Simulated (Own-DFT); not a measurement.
Simulation results for SiGe (layered order of Si and Ge on the diamond lattice, atoms displaced)

A calculation, not a measurement: plane-wave PBEsol density functional theory by an unreviewed code, no spin, of a simulated periodic cell, stress positive in tension, free energy of the whole cell less one offset for each atom, forces on such cells passed a denser k mesh, this cell's mesh not checked; offsets are fitted by least squares, one for each functional and potential file, so energies compare only between cells with the same atoms and settings and are not formation energies; the far tail of each file's local potential was reset to the Coulomb form; each entry is a single point on an unrelaxed cell, so the pressure reflects the starting lattice, mostly measured values, from which strain is counted, and rises with the displacements; printed positions are rounded, which can move forces by about a meV/angstrom; the program is a retired in-house code; no spin-orbit coupling. Program: Own-DFT development build.

Common to all runs: functional PBEsol; potential files PseudoDojo norm-conserving, scalar-relativistic, made for PBE, standard set; wave cutoff 42 hartree; occupations Fermi-Dirac; smearing width 0.1 eV; hardware one NVIDIA H100; k mesh 3 x 3 x 3 centred on Gamma.

(1) 
```cif
# cell vector a (Å): 11.0890 0.0000 0.0000
# cell vector b (Å): 0.0000 11.0890 0.0000
# cell vector c (Å): 0.0000 0.0000 11.0890
data_SiGe
_symmetry_space_group_name_H-M 'P 1'
_symmetry_Int_Tables_number 1
_cell_length_a 11.0890
_cell_length_b 11.0890
_cell_length_c 11.0890
_cell_angle_alpha 90.000
_cell_angle_beta 90.000
_cell_angle_gamma 90.000
_cell_volume 1363.57
loop_
_atom_site_label
_atom_site_type_symbol
_atom_site_fract_x
_atom_site_fract_y
_atom_site_fract_z
_atom_site_occupancy
Ge1 Ge 0.99357 0.98802 0.00872 1
Ge2 Ge 0.00145 0.24161 0.25957 1
Ge3 Ge 0.24200 0.98798 0.24205 1
Ge4 Ge 0.24722 0.25698 0.00623 1
Ge5 Ge 0.12062 0.13714 0.12564 1
Ge6 Ge 0.12710 0.38005 0.37540 1
Ge7 Ge 0.37525 0.11626 0.37652 1
Ge8 Ge 0.38084 0.37802 0.12642 1
Si1 Si 0.00936 0.00345 0.50754 1
Si2 Si 0.99528 0.25764 0.75117 1
Si3 Si 0.24993 0.99611 0.74011 1
Si4 Si 0.25504 0.24731 0.49555 1
Si5 Si 0.12447 0.12453 0.62493 1
Si6 Si 0.11133 0.37452 0.87732 1
Si7 Si 0.37337 0.12758 0.87454 1
Si8 Si 0.38367 0.36861 0.63161 1
Ge9 Ge 0.99012 0.49632 0.99171 1
Ge10 Ge 0.01019 0.75483 0.24660 1
Ge11 Ge 0.25282 0.48973 0.25643 1
Ge12 Ge 0.25146 0.75106 0.99359 1
Ge13 Ge 0.12020 0.62191 0.12225 1
Ge14 Ge 0.12212 0.87483 0.37615 1
Ge15 Ge 0.38411 0.62367 0.38457 1
Ge16 Ge 0.37451 0.87129 0.13157 1
Si9 Si 0.00062 0.50753 0.48783 1
Si10 Si 0.99650 0.74907 0.74533 1
Si11 Si 0.23582 0.49434 0.75366 1
Si12 Si 0.26543 0.75095 0.49067 1
Si13 Si 0.12392 0.62079 0.62425 1
Si14 Si 0.12858 0.86409 0.87369 1
Si15 Si 0.38197 0.62383 0.88142 1
Si16 Si 0.38197 0.87527 0.62510 1
Ge17 Ge 0.50121 0.00854 0.99494 1
Ge18 Ge 0.49871 0.23992 0.25746 1
Ge19 Ge 0.74302 0.99895 0.24602 1
Ge20 Ge 0.75065 0.23649 0.99363 1
Ge21 Ge 0.63141 0.12902 0.12787 1
Ge22 Ge 0.62555 0.37623 0.38134 1
Ge23 Ge 0.86403 0.12296 0.36619 1
Ge24 Ge 0.88073 0.36268 0.12447 1
Si17 Si 0.49674 0.00181 0.49603 1
Si18 Si 0.49932 0.25503 0.73425 1
Si19 Si 0.75372 0.00005 0.74668 1
Si20 Si 0.75050 0.25415 0.49460 1
Si21 Si 0.63515 0.11717 0.62547 1
Si22 Si 0.62380 0.37093 0.87470 1
Si23 Si 0.86905 0.12778 0.87415 1
Si24 Si 0.86439 0.37536 0.61718 1
Ge25 Ge 0.49480 0.49694 0.99287 1
Ge26 Ge 0.49971 0.75581 0.26008 1
Ge27 Ge 0.75833 0.49800 0.24289 1
Ge28 Ge 0.75120 0.74417 0.01094 1
Ge29 Ge 0.62275 0.63200 0.12120 1
Ge30 Ge 0.63113 0.87796 0.37609 1
Ge31 Ge 0.87498 0.63284 0.37890 1
Ge32 Ge 0.88151 0.87419 0.12528 1
Si25 Si 0.49774 0.50107 0.49250 1
Si26 Si 0.49967 0.74960 0.75493 1
Si27 Si 0.74859 0.50098 0.75403 1
Si28 Si 0.74987 0.75637 0.50315 1
Si29 Si 0.62429 0.62254 0.62137 1
Si30 Si 0.62325 0.87882 0.87248 1
Si31 Si 0.86630 0.63332 0.87737 1
Si32 Si 0.88421 0.87589 0.62531 1
_calc_free_energy_of_cell_above_offsets '1.204'  # eV
_calc_pressure 1.38  # GPa
_calc_stress_xx -1.42  # GPa
_calc_stress_yy -1.38  # GPa
_calc_stress_zz -1.32  # GPa
_calc_stress_yz 0.68  # GPa
_calc_stress_xz 0.43  # GPa
_calc_stress_xy 0.83  # GPa
_calc_wall_time 523.3  # s
```

Force:
```
element  x (eV/Å)  y (eV/Å)  z (eV/Å)
     Ge     1.939     2.462     -2.75
     Ge    -0.054     1.142     0.012
     Ge     0.006     1.852     0.518
     Ge     0.238     0.007    -1.396
     Ge     0.295    -2.115     -0.27
     Ge    -0.567    -1.388      1.03
     Ge    -1.405    -0.181    -0.625
     Ge    -0.055    -0.812      0.54
     Si    -1.499     -0.25    -0.991
     Si    -0.483    -0.923    -0.824
     Si    -0.034     0.146     1.151
     Si    -0.253     0.331     1.123
     Si     0.563     1.177     0.524
     Si     1.314    -0.239    -0.312
     Si    -0.499     0.472     -1.13
     Si    -2.657     2.279    -2.184
     Ge    -0.256     0.867     0.599
     Ge     -1.16    -0.848     0.506
     Ge     0.513     2.027    -1.039
     Ge     0.513    -0.947     0.989
     Ge     0.984    -0.633    -0.302
     Ge     0.837     0.025     1.097
     Ge    -1.091    -0.061    -1.801
     Ge     0.485     0.252    -1.531
     Si    -0.231    -0.656     1.841
     Si     0.544    -0.599      0.74
     Si     1.559     0.171     0.013
     Si    -1.743     0.475     1.895
     Si     0.326     0.609    -0.661
     Si    -0.882     1.423    -1.019
     Si    -1.735     0.216    -1.801
     Si    -0.231    -0.266    -0.251
     Ge    -0.099    -0.653     0.635
     Ge     0.502     1.193    -0.461
     Ge     0.987    -0.755    -0.464
     Ge    -0.517     2.059     0.563
     Ge    -1.342    -0.283    -0.456
     Ge    -0.072     0.203    -1.169
     Ge     0.904    -0.304      1.89
     Ge    -0.353     0.126    -0.309
     Si     1.429     -0.52     1.367
     Si     2.053    -2.401      2.61
     Si     0.294    -0.625     0.562
     Si    -0.355    -1.236     0.822
     Si    -1.118     1.096    -1.069
     Si    -0.021    -0.131    -0.703
     Si     1.676    -1.569    -1.097
     Si     1.428     0.868      0.58
     Ge     1.542    -0.051     0.615
     Ge     0.499    -0.781    -0.656
     Ge    -0.778     0.298     0.495
     Ge     0.028     1.946    -1.651
     Ge    -1.071    -1.633     1.285
     Ge    -0.759     0.091     0.895
     Ge    -0.186     0.217    -1.006
     Ge    -1.894    -1.038     1.607
     Si     0.956    -1.091     2.483
     Si     0.405    -0.244      -0.6
     Si    -0.228    -0.017    -0.432
     Si     0.293    -0.401      0.68
     Si    -0.145     0.327     0.437
     Si     0.708    -0.375     0.182
     Si     0.672     -0.77    -1.059
     Si    -0.717     0.438    -0.266
```

(2) 
```cif
# cell vector a (Å): 11.0890 0.0000 0.0000
# cell vector b (Å): 0.0000 11.0890 0.0000
# cell vector c (Å): 0.0000 0.0000 11.0890
data_SiGe
_symmetry_space_group_name_H-M 'P 1'
_symmetry_Int_Tables_number 1
_cell_length_a 11.0890
_cell_length_b 11.0890
_cell_length_c 11.0890
_cell_angle_alpha 90.000
_cell_angle_beta 90.000
_cell_angle_gamma 90.000
_cell_volume 1363.57
loop_
_atom_site_label
_atom_site_type_symbol
_atom_site_fract_x
_atom_site_fract_y
_atom_site_fract_z
_atom_site_occupancy
Ge1 Ge 0.00264 0.00406 0.00370 1
Ge2 Ge 0.00179 0.25239 0.25754 1
Ge3 Ge 0.24731 0.99752 0.25760 1
Ge4 Ge 0.24836 0.25207 0.00627 1
Ge5 Ge 0.12306 0.13202 0.12645 1
Ge6 Ge 0.12191 0.37369 0.37705 1
Ge7 Ge 0.37140 0.12379 0.37232 1
Ge8 Ge 0.37778 0.37746 0.12107 1
Si1 Si 0.99701 0.00131 0.50657 1
Si2 Si 0.00197 0.24537 0.75485 1
Si3 Si 0.23974 0.00461 0.75966 1
Si4 Si 0.24004 0.24656 0.51042 1
Si5 Si 0.12126 0.11706 0.63407 1
Si6 Si 0.12945 0.37560 0.87913 1
Si7 Si 0.37176 0.11284 0.87561 1
Si8 Si 0.37474 0.37764 0.61696 1
Ge9 Ge 0.00335 0.49720 0.00420 1
Ge10 Ge 0.00256 0.75283 0.24957 1
Ge11 Ge 0.25114 0.49810 0.25080 1
Ge12 Ge 0.25442 0.75703 0.00395 1
Ge13 Ge 0.12833 0.62454 0.11802 1
Ge14 Ge 0.12227 0.87791 0.37810 1
Ge15 Ge 0.37391 0.62269 0.37887 1
Ge16 Ge 0.38050 0.87778 0.11648 1
Si9 Si 0.99516 0.49553 0.49912 1
Si10 Si 0.99978 0.74613 0.75129 1
Si11 Si 0.24881 0.50317 0.75518 1
Si12 Si 0.25120 0.75619 0.50432 1
Si13 Si 0.12385 0.63194 0.62751 1
Si14 Si 0.12900 0.87608 0.88017 1
Si15 Si 0.37553 0.62503 0.88202 1
Si16 Si 0.36598 0.87668 0.63631 1
Ge17 Ge 0.49466 0.00139 0.99143 1
Ge18 Ge 0.49984 0.24343 0.24054 1
Ge19 Ge 0.74517 0.00311 0.24569 1
Ge20 Ge 0.75547 0.24646 0.00587 1
Ge21 Ge 0.62189 0.12674 0.12422 1
Ge22 Ge 0.62025 0.37525 0.37148 1
Ge23 Ge 0.87429 0.13236 0.36849 1
Ge24 Ge 0.88180 0.37052 0.13345 1
Si17 Si 0.49141 0.99360 0.50104 1
Si18 Si 0.50135 0.25095 0.75389 1
Si19 Si 0.75896 0.00973 0.74503 1
Si20 Si 0.74504 0.25349 0.49736 1
Si21 Si 0.62411 0.12273 0.61680 1
Si22 Si 0.63006 0.37590 0.87052 1
Si23 Si 0.87570 0.13500 0.87937 1
Si24 Si 0.87145 0.37559 0.62713 1
Ge25 Ge 0.49709 0.50349 0.99539 1
Ge26 Ge 0.48407 0.75733 0.25156 1
Ge27 Ge 0.76369 0.49744 0.25184 1
Ge28 Ge 0.75037 0.76037 0.00594 1
Ge29 Ge 0.61814 0.62066 0.12027 1
Ge30 Ge 0.62660 0.87121 0.37494 1
Ge31 Ge 0.87211 0.61696 0.37726 1
Ge32 Ge 0.86820 0.86662 0.11992 1
Si25 Si 0.50582 0.50906 0.50708 1
Si26 Si 0.50620 0.75265 0.75854 1
Si27 Si 0.74657 0.49708 0.74568 1
Si28 Si 0.75624 0.75433 0.50726 1
Si29 Si 0.61740 0.62296 0.63365 1
Si30 Si 0.62594 0.87360 0.86770 1
Si31 Si 0.87457 0.62068 0.87459 1
Si32 Si 0.87562 0.87137 0.62104 1
_calc_free_energy_of_cell_above_offsets '-0.179'  # eV
_calc_pressure 1.12  # GPa
_calc_stress_xx -1.16  # GPa
_calc_stress_yy -1.06  # GPa
_calc_stress_zz -1.13  # GPa
_calc_stress_yz -0.37  # GPa
_calc_stress_xz -0.97  # GPa
_calc_stress_xy -1.04  # GPa
_calc_wall_time 482.7  # s
```

Force:
```
element  x (eV/Å)  y (eV/Å)  z (eV/Å)
     Ge    -0.672    -0.432    -0.582
     Ge     0.492    -0.386    -0.681
     Ge     0.128     0.236    -1.677
     Ge     0.659    -0.413    -1.269
     Ge     0.224    -0.801     0.916
     Ge     0.701     0.315     0.957
     Ge     0.128     0.443     1.236
     Ge    -0.006    -0.152     0.429
     Si    -0.193     0.121    -0.665
     Si    -0.085     1.201     -0.19
     Si     0.732    -0.954    -0.493
     Si     0.735     0.045    -0.551
     Si    -0.346     0.705    -0.462
     Si    -0.357    -0.197    -0.771
     Si     -0.46     2.519     -0.59
     Si     -0.09    -0.057     1.274
     Ge    -0.573    -0.148    -0.984
     Ge    -0.464    -0.876      0.07
     Ge    -0.161     0.028    -0.008
     Ge    -0.307    -0.892    -0.969
     Ge     0.083     0.474     1.061
     Ge    -0.158     -0.21     0.894
     Ge    -0.264     0.469     0.677
     Ge    -0.919     0.931      1.24
     Si     0.593     0.497     1.107
     Si    -0.117     0.642     0.385
     Si      0.31    -0.001    -0.692
     Si    -0.311    -0.598     0.165
     Si     0.129    -0.953    -0.446
     Si    -1.084    -0.298    -0.428
     Si    -0.438     0.829    -1.276
     Si     0.687     0.097     -0.04
     Ge     1.778    -0.488     0.083
     Ge    -0.851     1.185     1.289
     Ge     0.547    -0.647     0.346
     Ge    -0.758     1.183    -0.418
     Ge     0.286    -0.926    -1.169
     Ge     0.261     0.357     0.291
     Ge    -0.627    -0.999     1.563
     Ge    -0.096     0.195    -0.939
     Si     0.451     0.203     0.348
     Si    -0.336    -0.511    -0.755
     Si    -0.714    -0.617     0.122
     Si     0.234    -0.157     0.371
     Si    -0.283     0.155     0.576
     Si    -0.388    -0.399     0.661
     Si     0.451    -1.407    -0.608
     Si     0.411    -0.732    -0.248
     Ge     0.732    -1.102    -0.582
     Ge     1.726    -1.167     0.033
     Ge    -2.531    -0.104    -0.811
     Ge    -1.944    -2.688    -2.641
     Ge     0.916     0.959     1.385
     Ge    -0.384     0.229     0.576
     Ge     0.921     1.846     0.893
     Ge     2.126     2.481     1.949
     Si    -0.783    -1.148    -0.981
     Si     -1.68    -0.708    -0.672
     Si     0.429     0.512     0.466
     Si    -1.426    -1.517    -0.644
     Si     1.377     1.169    -0.132
     Si     1.203     1.485     0.479
     Si    -0.344     0.329     0.082
     Si       0.7     0.846     1.451
```

(3) 
```cif
# cell vector a (Å): 11.0890 0.0000 0.0000
# cell vector b (Å): 0.0000 11.0890 0.0000
# cell vector c (Å): 0.0000 0.0000 11.0890
data_SiGe
_symmetry_space_group_name_H-M 'P 1'
_symmetry_Int_Tables_number 1
_cell_length_a 11.0890
_cell_length_b 11.0890
_cell_length_c 11.0890
_cell_angle_alpha 90.000
_cell_angle_beta 90.000
_cell_angle_gamma 90.000
_cell_volume 1363.57
loop_
_atom_site_label
_atom_site_type_symbol
_atom_site_fract_x
_atom_site_fract_y
_atom_site_fract_z
_atom_site_occupancy
Ge1 Ge 0.99661 0.00193 0.99627 1
Ge2 Ge 0.00390 0.24859 0.24986 1
Ge3 Ge 0.24069 0.00445 0.24482 1
Ge4 Ge 0.24761 0.25475 0.99653 1
Ge5 Ge 0.11868 0.12704 0.12686 1
Ge6 Ge 0.12129 0.37788 0.37645 1
Ge7 Ge 0.36730 0.12443 0.37161 1
Ge8 Ge 0.37211 0.38060 0.12768 1
Si1 Si 0.00413 0.99409 0.51248 1
Si2 Si 0.99336 0.24129 0.74562 1
Si3 Si 0.24585 0.99362 0.74182 1
Si4 Si 0.24763 0.24459 0.49839 1
Si5 Si 0.12944 0.12825 0.63539 1
Si6 Si 0.11824 0.37094 0.87491 1
Si7 Si 0.36994 0.13548 0.88227 1
Si8 Si 0.37071 0.37213 0.63139 1
Ge9 Ge 0.00002 0.50132 0.00222 1
Ge10 Ge 0.99657 0.76022 0.25273 1
Ge11 Ge 0.25338 0.50647 0.24637 1
Ge12 Ge 0.25526 0.74635 0.99957 1
Ge13 Ge 0.13825 0.62123 0.13182 1
Ge14 Ge 0.13570 0.86260 0.36882 1
Ge15 Ge 0.37450 0.62777 0.38766 1
Ge16 Ge 0.36884 0.87127 0.11948 1
Si9 Si 0.99270 0.49925 0.49444 1
Si10 Si 0.99581 0.75036 0.75501 1
Si11 Si 0.25127 0.49994 0.76150 1
Si12 Si 0.23892 0.75105 0.50286 1
Si13 Si 0.12080 0.61507 0.62384 1
Si14 Si 0.13352 0.87712 0.86554 1
Si15 Si 0.37730 0.62714 0.88158 1
Si16 Si 0.37349 0.87758 0.62939 1
Ge17 Ge 0.51056 0.00601 0.00258 1
Ge18 Ge 0.49645 0.24027 0.24109 1
Ge19 Ge 0.74218 0.00714 0.25071 1
Ge20 Ge 0.74507 0.24207 0.99550 1
Ge21 Ge 0.63378 0.13397 0.12423 1
Ge22 Ge 0.61501 0.37102 0.37851 1
Ge23 Ge 0.87437 0.12549 0.38115 1
Ge24 Ge 0.87959 0.37521 0.12489 1
Si17 Si 0.50666 0.99766 0.50421 1
Si18 Si 0.49618 0.24910 0.74850 1
Si19 Si 0.74511 0.99793 0.74130 1
Si20 Si 0.75936 0.25139 0.49890 1
Si21 Si 0.62063 0.11337 0.61744 1
Si22 Si 0.62510 0.38293 0.87237 1
Si23 Si 0.87727 0.12603 0.87692 1
Si24 Si 0.87194 0.37939 0.62186 1
Ge25 Ge 0.50514 0.49556 0.98903 1
Ge26 Ge 0.50585 0.75000 0.25393 1
Ge27 Ge 0.75721 0.49883 0.24907 1
Ge28 Ge 0.75240 0.75115 0.98820 1
Ge29 Ge 0.62120 0.62079 0.11936 1
Ge30 Ge 0.62925 0.87032 0.36521 1
Ge31 Ge 0.87323 0.63872 0.36580 1
Ge32 Ge 0.88303 0.87380 0.12629 1
Si25 Si 0.50918 0.49700 0.49895 1
Si26 Si 0.49554 0.74449 0.74460 1
Si27 Si 0.74864 0.50107 0.75429 1
Si28 Si 0.75544 0.75836 0.49967 1
Si29 Si 0.62915 0.61988 0.63614 1
Si30 Si 0.62346 0.87339 0.87020 1
Si31 Si 0.87021 0.62515 0.86779 1
Si32 Si 0.87385 0.86833 0.62121 1
_calc_free_energy_of_cell_above_offsets '0.904'  # eV
_calc_pressure 1.31  # GPa
_calc_stress_xx -1.26  # GPa
_calc_stress_yy -1.32  # GPa
_calc_stress_zz -1.35  # GPa
_calc_stress_yz -0.03  # GPa
_calc_stress_xz 0.08  # GPa
_calc_stress_xy 0.53  # GPa
_calc_wall_time 498.9  # s
```

Force:
```
element  x (eV/Å)  y (eV/Å)  z (eV/Å)
     Ge     1.086    -0.503    -0.332
     Ge    -0.927      0.35     0.674
     Ge     0.907     -1.03     0.094
     Ge    -0.635     0.246     0.913
     Ge     0.378     0.092    -1.361
     Ge     0.692    -0.192     0.041
     Ge     0.913    -0.773     0.724
     Ge     0.736    -0.667    -1.045
     Si     0.434       0.3    -0.857
     Si     0.247     1.458     0.363
     Si     1.172     1.488     1.152
     Si    -0.117     1.056     0.827
     Si    -0.544    -0.578    -1.322
     Si    -0.248     0.277    -0.695
     Si     0.951    -1.695     -1.28
     Si     0.265      0.43    -0.809
     Ge     0.277     0.485    -0.738
     Ge     1.636    -1.372    -0.704
     Ge     0.917    -1.094     2.581
     Ge    -1.135     0.238    -0.797
     Ge    -2.663     1.712    -1.437
     Ge    -1.086     2.076      0.84
     Ge     0.436     -0.05    -0.193
     Ge     1.524     1.305     1.078
     Si     0.035     0.751     0.274
     Si     0.633    -0.308    -0.953
     Si    -0.384    -0.145    -0.709
     Si     1.349    -0.814     1.439
     Si    -0.099     0.574     0.661
     Si    -1.244    -0.764     1.042
     Si     0.264    -0.486    -1.331
     Si     0.282    -0.681    -1.188
     Ge    -1.241    -0.505      -0.7
     Ge    -0.421     1.264     0.891
     Ge     1.721    -0.503    -0.048
     Ge     1.327     2.354    -1.013
     Ge    -1.084    -1.205     0.302
     Ge      1.62    -0.695    -0.903
     Ge     1.005     -0.79    -0.077
     Ge    -0.513    -0.782    -0.318
     Si    -1.708    -1.099    -1.621
     Si     0.517    -0.193     0.069
     Si     0.654    -0.249       0.7
     Si    -1.907     0.018     0.665
     Si     1.215     2.384     1.116
     Si     0.391    -2.201    -0.942
     Si    -1.085    -0.695    -1.274
     Si     0.134    -0.349     0.552
     Ge     -1.27      0.58     1.222
     Ge     -1.71    -0.894    -1.047
     Ge    -1.365    -0.026     0.156
     Ge    -0.366    -0.017     1.024
     Ge     0.987     0.369     0.194
     Ge    -0.001     0.931     1.957
     Ge    -0.324    -1.286     1.505
     Ge    -1.912     0.975    -1.011
     Si    -1.421     0.567     1.794
     Si     0.093     0.376     0.784
     Si     0.689    -0.541    -0.429
     Si    -1.136    -1.375     0.045
     Si    -0.285      0.79    -1.793
     Si      -0.2     0.348    -0.628
     Si     0.976    -0.235     0.665
     Si     0.567     0.999     1.207
```
